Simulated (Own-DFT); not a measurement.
# One host, several defects: L1_0 TiAl

The numbers are computed, not measured, by runs of the plane-wave DFT program Own-DFT (in-house, retired, unreviewed) at fixed positions, with no spin and no spin-orbit coupling.

Common settings: PBE; PseudoDojo norm-conserving scalar-relativistic files; cutoff 42 hartree; 4 x 4 x 4 k mesh centred on Gamma; cold (Marzari-Vanderbilt) smearing of 0.2 eV.

Known weak points: forces on such cells failed a check on a denser k mesh; stress not checked against mesh or cutoff.

All runs share one cell, with vectors in Å (5.622, 5.622, 0.000); (-5.622, 5.622, 0.000); (0.000, 0.000, 8.133) and a volume of 514.0 Å³. The atoms are randomly displaced, by u rms on each axis. The defect's site can differ from row to row.

```
            cell   formula   u (Å)  P (GPa)
       no defect  Al16Ti16  0.0187     1.16
       no defect  Al16Ti16  0.0236     1.22
       no defect  Al16Ti16  0.0455     1.68
  one Ti vacancy  Al16Ti15  0.0279        ?
  one Ti vacancy  Al16Ti15  0.0284     0.45
  one Ti vacancy  Al16Ti15  0.0311     0.41
  one Ti vacancy  Al16Ti15  0.0328     0.68
two Al vacancies  Al14Ti16  0.0305    -0.63
two Al vacancies  Al14Ti16  0.0488    -0.36
two Al vacancies  Al14Ti16  0.0526    -0.34
```

## What the rows give

P = P0 + c u² + a shift for each defect gives P0 = 1.12 GPa, c = 236 ± 52 GPa/Å² and a scatter of 0.10 GPa. The shifts, and each times the cell's volume:

- one Ti vacancy: -0.83 ± 0.08 GPa, -2.7 eV
- two Al vacancies: -2.04 ± 0.10 GPa, -6.5 eV (-3.3 eV for each of its 2 sites)

Positive is outwards. The product with the volume (160.2 GPa Å³ to the eV) is nearly free of the cell's size; divided by the bulk modulus at the cell's pressure it gives the volume that the defect adds. The atoms around the defects weren't relaxed, which would change these numbers.

## Check

The question: what pressure belongs in the blank (one Ti vacancy, u = 0.0279 Å)?

The fit gives 0.47 ± 0.12 GPa. The run itself gave 0.50 GPa.
